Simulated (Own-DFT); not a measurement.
# How strain changes the stress of wurtzite GaN, 72 atoms (Ga36N36)

Calculated results; nothing here was measured. They come from Own-DFT, an in-house plane-wave density functional program, since retired, whose code no person has reviewed. Each row is one single-point run on a periodic cell that was not relaxed, without spin or spin-orbit coupling.

Settings of every run: PBE; PseudoDojo norm-conserving scalar-relativistic files; cutoff 42 hartree; 4 x 4 x 3 k mesh centred on Gamma; Fermi-Dirac smearing of 0.1 eV.

Known limits: forces not confirmed at this smearing and k mesh; stress not checked against mesh or cutoff.

Unstrained cell vectors in Å: (9.567, 0.000, 0.000); (-4.784, 8.285, 0.000); (0.000, 0.000, 10.370). The unstrained cell has measured lattice constants (interpolated for alloys), not those of this functional. That, the random moves and any unrelaxed bonds set the pressure at no strain. Each run strains this cell uniformly, with the atoms carried along. Every atom was also moved at random, by a Gaussian of width 0.05 Å on each axis. Strain is the symmetric tensor, in per cent. Stress is positive in tension, and the pressure is minus a third of its trace.

```
run  e_xx (%)  e_yy (%)  e_zz (%)  s_xx (GPa)  s_yy (GPa)  s_zz (GPa)  P (GPa)  E (meV/atom)
  1      2.00      2.00      0.00        1.19        3.42       -5.07     0.15           8.3
  2     -1.75     -1.75      0.00      -17.81      -16.20      -10.51    14.84          39.0
  3     -2.50     -2.50      0.00      -23.91      -21.23      -12.21    19.12          70.8
  4     -1.25     -1.25      0.00      -14.27      -15.52       -8.37    12.72          25.6
  5      2.75      2.75      0.00        5.15        5.78       -4.29    -2.22           8.0
  6      0.50      0.50      0.00       -5.22       -5.11       -6.19     5.51           8.5
  7     -1.00     -1.00      0.00      -13.12      -14.95       -8.02    12.03          34.8
  8      2.25      2.25      0.00        4.86        2.51       -4.58    -0.93           0.0
  9      1.25      1.25      0.00           ?           ?           ?        ?             ?
```

E is the free energy for each atom above the lowest run shown.

## Worked fit

The change of volume is close to e_xx + e_yy + e_zz. A straight line through the runs shown gives P = 8.22 - 199 x (fractional change of volume) GPa, with an error of 6 on the slope and a scatter of 0.63 GPa. The strain isn't the same on all axes and the cell isn't cubic, so the slope belongs to this path and is not the bulk modulus.

## Withheld run

Question: what pressure should run 9 give? Its volume changes by 2.52 %.

The line gives 3.2 GPa. The calculation gave 3.19 GPa.
